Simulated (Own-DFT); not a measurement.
Simulation results for Al26Ga9N36 (wurtzite random alloy with one vacancy, atoms displaced)

All values are calculated (Own-DFT development build). A calculation, not a measurement: plane-wave density functional theory by an unreviewed code, no spin, of a simulated periodic cell, stress positive in tension, run twice, with PBE and with PBEsol, both on files made for PBE, so the change isn't that of files made for PBEsol, odd electron count, so a state with spin may lie lower; a neutral cation vacancy leaves holes that likely carry spin, which this run leaves out; forces on such cells passed a denser k mesh, this cell's mesh not checked; the far tail of each file's local potential was reset to the Coulomb form; each entry is a single point on an unrelaxed cell, so the pressure reflects the starting lattice, mostly measured values (interpolated for alloys), from which strain is counted, and rises with the displacements; printed positions are rounded, which can move forces by about a meV/angstrom; the program, named Own-DFT, is a retired in-house code; no spin-orbit coupling; stress was not checked against mesh or cutoff.

Settings shared by all entries: functional PBE, then PBEsol; potential files PseudoDojo norm-conserving, scalar-relativistic, standard set; wave cutoff 42 hartree; occupations Fermi-Dirac; smearing width 0.1 eV; k mesh 4 x 4 x 3 centred on Gamma.

(1) Al26Ga9N36 (wurtzite random alloy with one vacancy, atoms displaced)

```
CELL_PARAMETERS angstrom
9.39380 0.00000 0.00000
-4.69690 8.13520 0.00000
0.00000 0.00000 10.06550
ATOMIC_POSITIONS crystal
Al 0.11728 0.23070 0.00363
Ga 0.22363 0.10487 0.25074
N 0.10842 0.22631 0.19009
N 0.22374 0.09978 0.45713
Al 0.11161 0.22318 0.48811
Al 0.22780 0.10656 0.75516
N 0.12217 0.21815 0.68501
N 0.22191 0.11240 0.94033
Ga 0.10790 0.54193 0.99866
Al 0.22715 0.45259 0.24438
N 0.11391 0.55985 0.20095
N 0.22041 0.43505 0.43756
Al 0.11715 0.56740 0.50043
N 0.10942 0.55208 0.69085
N 0.22501 0.44373 0.94783
Al 0.10365 0.88416 0.00567
Al 0.21454 0.76854 0.25010
N 0.10245 0.88410 0.18182
N 0.21367 0.77900 0.43945
Ga 0.11319 0.89001 0.50177
Al 0.22516 0.76997 0.74109
N 0.12008 0.89341 0.68944
N 0.23275 0.78135 0.94642
Al 0.44332 0.22036 0.99314
Al 0.55222 0.10204 0.24802
N 0.45111 0.22374 0.18579
N 0.55907 0.11288 0.43530
Al 0.44783 0.22612 0.50606
Ga 0.54654 0.10732 0.75925
N 0.44079 0.21879 0.68416
N 0.55176 0.11805 0.94490
Al 0.45507 0.56136 0.99873
Al 0.55358 0.44496 0.24566
N 0.43875 0.55334 0.20273
N 0.55532 0.43638 0.43307
Al 0.43368 0.54366 0.50868
Al 0.54917 0.43714 0.75443
N 0.42441 0.55268 0.69278
N 0.55690 0.44477 0.94411
Ga 0.44346 0.89001 0.99522
Al 0.55421 0.77305 0.24828
N 0.44904 0.88401 0.19080
N 0.55852 0.79055 0.43226
Al 0.43703 0.88689 0.49937
Ga 0.56336 0.78369 0.74690
N 0.45171 0.89529 0.69133
N 0.55316 0.77633 0.93923
Al 0.77145 0.22623 0.00152
Al 0.88822 0.10723 0.24626
N 0.77179 0.22301 0.18324
N 0.89467 0.11488 0.43383
Al 0.78217 0.21912 0.49410
Al 0.88904 0.10952 0.74517
N 0.77663 0.22341 0.68894
N 0.89549 0.11304 0.94075
Al 0.77272 0.54438 0.00816
Ga 0.89194 0.44531 0.25518
N 0.78072 0.55190 0.20163
N 0.88178 0.43732 0.44395
Al 0.77941 0.56430 0.50315
Al 0.88966 0.43826 0.74916
N 0.77329 0.54656 0.69223
N 0.89063 0.44448 0.94642
Ga 0.76481 0.88212 0.00013
Al 0.88899 0.76761 0.24760
N 0.77931 0.88340 0.18830
N 0.88555 0.78135 0.44044
Ga 0.78479 0.89457 0.49650
Al 0.88912 0.76797 0.75740
N 0.76982 0.88818 0.69420
N 0.89266 0.78189 0.94670
```

- PBE pressure: 5.98 GPa
- PBE stress xx: -5.33 GPa
- PBE stress yy: -7.14 GPa
- PBE stress zz: -5.47 GPa
- PBE stress yz: -0.5 GPa
- PBE stress xz: -0.2 GPa
- PBE stress xy: -0.66 GPa
- PBEsol pressure: 2.85 GPa
- PBEsol stress xx: -2.16 GPa
- PBEsol stress yy: -4.1 GPa
- PBEsol stress zz: -2.3 GPa
- PBEsol stress yz: -0.5 GPa
- PBEsol stress xz: -0.19 GPa
- PBEsol stress xy: -0.67 GPa
- rms change of force components from PBE to PBEsol: 0.075 eV/Å

Force:
```csv
force element,PBE force x (eV/Å),PBE force y (eV/Å),PBE force z (eV/Å),PBEsol force x (eV/Å),PBEsol force y (eV/Å),PBEsol force z (eV/Å)
Al,-0.12,-1.663,-1.2,-0.11,-1.674,-1.191
Ga,-0.181,0.887,0.216,-0.179,0.855,0.19
N,0.468,0.075,0.474,0.585,0.015,0.536
N,-0.739,3.777,-2.663,-0.736,3.522,-2.676
Al,0.884,-0.367,1.868,0.888,-0.411,1.866
Al,-1.1,0.976,-0.355,-1.094,0.97,-0.359
N,-1.225,-1.658,-0.659,-1.196,-1.606,-0.657
N,0.322,-0.415,0.488,0.31,-0.431,0.506
Ga,0.181,2.273,0.138,0.193,2.21,0.133
Al,-0.827,-1.854,1.427,-0.84,-1.87,1.406
N,0.498,-1.045,-1.091,0.325,-1.169,-1.167
N,-0.795,2.133,-0.617,-0.808,2.146,-0.641
Al,0.237,-3.147,0.473,0.232,-3.15,0.459
N,-1.021,0.845,-0.973,-0.973,0.801,-0.959
N,1.931,0.249,0.842,1.742,0.369,0.859
Al,1.598,0.952,-2.233,1.613,0.975,-2.244
Al,0.563,2.682,-0.458,0.543,2.726,-0.465
N,1.223,-0.686,2.604,1.229,-0.518,2.674
N,2.244,-0.593,-0.824,2.054,-0.465,-0.759
Ga,-1.519,-1.533,0.771,-1.476,-1.473,0.757
Al,0.237,0.377,2.04,0.245,0.383,2.041
N,-0.795,-1.788,1.709,-0.792,-1.782,1.51
N,-3.48,-1.338,-1.847,-3.28,-1.343,-1.737
Al,-1.657,0.341,1.821,-1.68,0.344,1.811
Al,-0.048,0.966,0.195,-0.062,0.965,0.188
N,-0.338,-0.234,-0.17,-0.446,-0.309,-0.125
N,-0.512,-0.554,0.708,-0.514,-0.547,0.71
Al,0.899,-0.723,-1.917,0.912,-0.734,-1.935
Ga,1.196,1.136,-1.692,1.181,1.093,-1.666
N,-0.037,0.937,2.186,0.1,0.838,2.248
N,1.454,-0.125,0.012,1.464,-0.314,-0.121
Al,-1.88,-0.976,0.091,-1.88,-0.972,0.112
Al,0.45,-0.86,0.99,0.448,-0.857,0.97
N,1.875,0.671,-2.567,1.875,0.673,-2.556
N,-0.731,1.356,1.527,-0.722,1.357,1.506
Al,0.245,0.643,-1.371,0.274,0.672,-1.387
Al,-1.026,0.534,-0.733,-1.027,0.546,-0.729
N,2.622,-0.092,0.141,2.563,0.037,0.238
N,0.272,-0.055,-0.252,0.282,-0.067,-0.241
Ga,0.996,0.409,1.53,0.969,0.382,1.495
Al,0.429,0.863,0.41,0.453,0.861,0.378
N,-1.422,-0.164,0.36,-1.423,-0.178,0.206
N,-0.426,-1.791,1.467,-0.287,-1.716,1.515
Al,1.139,1.255,-0.365,1.119,1.262,-0.352
Ga,-2.664,-2.341,0.693,-2.611,-2.27,0.684
N,-1.488,-1.411,-1.198,-1.33,-1.289,-1.058
N,-0.329,-0.812,-0.12,-0.311,-0.59,-0.17
Al,1.799,-0.866,-0.668,1.808,-0.879,-0.695
Al,-0.704,0.184,-0.829,-0.71,0.175,-0.833
N,1.026,-1.035,1.219,1.023,-0.871,1.289
N,-0.148,0.34,-0.173,-0.151,0.158,-0.121
Al,-1.277,-0.049,0.976,-1.274,-0.076,0.975
Al,0.485,1.447,1.145,0.492,1.438,1.123
N,0.711,-0.724,-0.214,0.563,-0.804,-0.175
N,-1.345,0.532,-0.366,-1.351,0.379,-0.302
Al,0.6,1.574,-0.21,0.6,1.583,-0.2
Ga,0.137,-1.496,0.251,0.119,-1.455,0.244
N,-1.833,0.251,-2.079,-1.649,0.127,-1.996
N,0.597,1.815,1.006,0.591,1.822,0.832
Al,-0.009,-1.768,-0.597,-0.007,-1.759,-0.598
Al,0.422,0.13,0.32,0.415,0.147,0.338
N,-0.398,0.903,0.242,-0.39,0.873,0.244
N,-1.705,-0.493,-1.313,-1.518,-0.392,-1.251
Ga,1.936,1.937,0.019,1.902,1.9,0.026
Al,-1.2,1.511,0.521,-1.188,1.527,0.53
N,-0.317,-0.222,1.464,-0.319,-0.23,1.283
N,1.561,-1.385,-0.882,1.514,-1.179,-0.776
Ga,-1.793,-0.194,0.636,-1.753,-0.189,0.614
Al,-0.233,1.011,-0.347,-0.248,1.016,-0.373
N,4.268,0.834,-1.005,4.055,0.697,-1.064
N,-0.184,-2.346,-0.991,-0.351,-2.273,-0.916
```

(2) Al26Ga9N36 (wurtzite random alloy with one vacancy, atoms displaced)

```
CELL_PARAMETERS angstrom
9.39380 0.00000 0.00000
-4.69690 8.13520 0.00000
0.00000 0.00000 10.06550
ATOMIC_POSITIONS crystal
Ga 0.11821 0.22944 0.00523
Ga 0.21620 0.10950 0.25498
N 0.10716 0.22192 0.18096
N 0.22563 0.11299 0.44702
Ga 0.10321 0.21691 0.49923
Al 0.21478 0.10645 0.74088
N 0.11222 0.21877 0.68406
N 0.21521 0.09455 0.95008
Al 0.11494 0.55008 0.00034
Al 0.23244 0.44981 0.24787
N 0.11031 0.55629 0.19035
N 0.22125 0.44017 0.44082
Al 0.11061 0.55561 0.49726
Al 0.22549 0.44693 0.75312
N 0.11982 0.55765 0.68005
N 0.23056 0.45254 0.94284
Ga 0.10074 0.88096 0.99716
Al 0.22360 0.79040 0.24980
N 0.11727 0.89795 0.19670
N 0.24432 0.79440 0.44160
Al 0.11937 0.89858 0.50086
Al 0.21814 0.78090 0.74971
N 0.11124 0.89356 0.68339
N 0.22316 0.77253 0.94938
Ga 0.45313 0.24090 0.00238
Al 0.54785 0.11847 0.24736
N 0.44263 0.21842 0.18863
N 0.54063 0.09576 0.43834
Al 0.44095 0.21843 0.50235
Al 0.55459 0.10906 0.75462
N 0.45312 0.22271 0.69281
N 0.55878 0.11679 0.95105
Al 0.43925 0.56054 0.00179
Ga 0.56070 0.45291 0.24036
N 0.44199 0.55668 0.18247
N 0.55290 0.44285 0.44496
Al 0.44162 0.56028 0.50323
Al 0.55524 0.44879 0.75918
N 0.44221 0.55879 0.69288
N 0.54733 0.43420 0.93439
Al 0.54789 0.78015 0.24738
N 0.44148 0.88155 0.19607
N 0.56091 0.77461 0.43629
Al 0.44629 0.88449 0.49162
Al 0.54686 0.77889 0.74746
N 0.43981 0.89013 0.68600
N 0.55557 0.77808 0.94161
Al 0.76928 0.22028 0.00391
Al 0.89323 0.11314 0.24587
N 0.77549 0.21648 0.19372
N 0.89110 0.11540 0.44024
Al 0.76989 0.22480 0.50362
Ga 0.89225 0.10930 0.75072
N 0.78693 0.22640 0.69682
N 0.88459 0.10861 0.94133
Al 0.77916 0.55337 0.00047
Al 0.88197 0.43630 0.25713
N 0.76745 0.54173 0.18767
N 0.89572 0.44709 0.43789
Al 0.77383 0.55484 0.50286
Al 0.89346 0.44135 0.74664
N 0.77436 0.55176 0.69922
N 0.88811 0.43928 0.93950
Ga 0.77975 0.88472 0.00917
Ga 0.90179 0.78512 0.25548
N 0.77132 0.88092 0.18268
N 0.88308 0.77109 0.44771
Al 0.77473 0.89110 0.51001
Al 0.89725 0.78640 0.76033
N 0.78393 0.89287 0.68798
N 0.88967 0.78071 0.93613
```

* PBE pressure: 6.61 GPa
* PBE stress xx: -5.89 GPa
* PBE stress yy: -5.96 GPa
* PBE stress zz: -7.97 GPa
* PBE stress yz: 1.28 GPa
* PBE stress xz: -0.98 GPa
* PBE stress xy: -0.8 GPa
* PBEsol pressure: 3.47 GPa
* PBEsol stress xx: -2.82 GPa
* PBEsol stress yy: -2.82 GPa
* PBEsol stress zz: -4.77 GPa
* PBEsol stress yz: 1.27 GPa
* PBEsol stress xz: -1.01 GPa
* PBEsol stress xy: -0.78 GPa
* rms change of force components from PBE to PBEsol: 0.072 eV/Å

Force:
```csv
force element,PBE force x (eV/Å),PBE force y (eV/Å),PBE force z (eV/Å),PBEsol force x (eV/Å),PBEsol force y (eV/Å),PBEsol force z (eV/Å)
Ga,-0.263,-1.49,-3.116,-0.248,-1.478,-3.005
Ga,0.49,2.018,-0.25,0.477,1.964,-0.27
N,0.165,0.876,4.143,0.309,0.817,3.935
N,-0.187,-0.244,-0.479,-0.348,-0.15,-0.595
Ga,0.815,1.101,-0.18,0.79,1.079,-0.163
Al,1.686,1.125,1.844,1.691,1.126,1.854
N,0.421,1.474,2.129,0.248,1.394,1.971
N,-0.245,3.272,-2.721,-0.26,3.202,-2.566
Al,-1.089,0.914,1.037,-1.108,0.89,1.033
Al,-1.919,-0.632,0.604,-1.903,-0.659,0.601
N,-0.239,-0.079,0.715,-0.242,-0.075,0.725
N,0.049,1.54,-0.917,0.037,1.351,-0.847
Al,1.033,0.727,-0.843,1.029,0.738,-0.863
Al,-0.291,-0.493,-0.703,-0.307,-0.519,-0.701
N,-1.011,-0.051,1.795,-0.992,-0.045,1.79
N,-0.585,-0.904,-1.417,-0.581,-1.079,-1.356
Ga,2.761,0.027,1.638,2.693,0.055,1.61
Al,1.414,-1.967,-0.468,1.406,-1.972,-0.467
N,0.036,-1.659,-0.896,-0.157,-1.526,-0.915
N,-3.996,-2.801,-1.001,-4.001,-2.787,-0.995
Al,-0.164,-1.895,-0.553,-0.177,-1.912,-0.584
Al,1.279,-0.104,0.527,1.253,-0.104,0.534
N,0.105,-1.054,1.281,0.096,-1.056,1.265
N,-1.2,-0.745,-1.966,-1.296,-0.629,-1.883
Ga,-0.334,-6.019,0.666,-0.314,-5.888,0.667
Al,2.527,-2.137,-0.12,2.54,-2.153,-0.121
N,-1.341,1.197,0.904,-1.508,1.299,0.795
N,0.85,2.932,-0.092,0.829,2.911,-0.095
Al,0.776,0.869,0.307,0.78,0.872,0.293
Al,0.407,-0.343,0.767,0.424,-0.342,0.779
N,-1.566,0.144,-0.073,-1.565,0.158,-0.071
N,-0.649,0.326,-1.972,-0.82,0.358,-1.893
Al,1.13,0.898,-0.776,1.182,0.876,-0.775
Ga,-2.061,-1.611,2.51,-2.013,-1.57,2.441
N,0.04,0.527,0.88,0.207,0.455,0.942
N,-0.073,-0.006,-0.109,-0.086,-0.003,-0.231
Al,0.847,-1.199,-0.296,0.844,-1.201,-0.3
Al,0.261,-0.543,-2.928,0.241,-0.545,-2.946
N,0.634,-0.228,-0.081,0.638,-0.23,-0.078
N,-0.125,5.54,1.024,-0.127,5.259,1.164
Al,2.204,-0.717,-0.341,2.225,-0.737,-0.339
N,-1.513,2.029,0.669,-1.525,2.042,0.633
N,-0.674,0.388,0.447,-0.658,0.387,0.44
Al,1.8,0.576,1.748,1.846,0.565,1.756
Al,0.527,0.82,1.163,0.552,0.836,1.161
N,0.515,0.117,0.034,0.489,0.117,-0.008
N,0.768,-0.839,-1.251,0.871,-0.721,-1.169
Al,1.947,-0.461,0.397,1.953,-0.436,0.405
Al,-1.083,-0.859,0.505,-1.054,-0.883,0.503
N,-0.605,0.487,0.129,-0.604,0.48,0.133
N,-2.075,-1.583,-0.836,-1.9,-1.467,-0.76
Al,0.842,-0.629,-0.461,0.839,-0.629,-0.464
Ga,-0.184,0.384,0.856,-0.182,0.37,0.828
N,-1.816,-0.7,-1.596,-1.654,-0.812,-1.522
N,0.042,0.902,0.622,0.17,0.817,0.553
Al,0.04,-0.241,-0.777,0.015,-0.228,-0.78
Al,0.965,0.495,-1.795,0.956,0.5,-1.801
N,3.109,2.092,-0.943,2.896,2.085,-0.812
N,-1.623,-0.35,1.361,-1.621,-0.351,1.378
Al,0.153,-0.424,0.695,0.17,-0.439,0.68
Al,-0.478,1.179,0.615,-0.456,1.199,0.613
N,0.677,0.969,-0.544,0.673,0.97,-0.531
N,0.1,0.774,-0.102,0.105,0.764,-0.106
Ga,-1.724,1.01,-3.265,-1.679,0.978,-3.187
Ga,-2.104,-1.507,0.287,-2.073,-1.454,0.276
N,0.276,0.858,4.707,0.409,0.795,4.493
N,0.736,1.54,0.096,0.734,1.559,-0.052
Al,0.865,-0.061,-2.284,0.871,-0.042,-2.306
Al,-0.811,-1.234,-3.312,-0.803,-1.211,-3.323
N,-0.706,-1.861,1.25,-0.698,-1.676,1.342
N,-0.553,-2.456,1.114,-0.529,-2.258,1.286
```
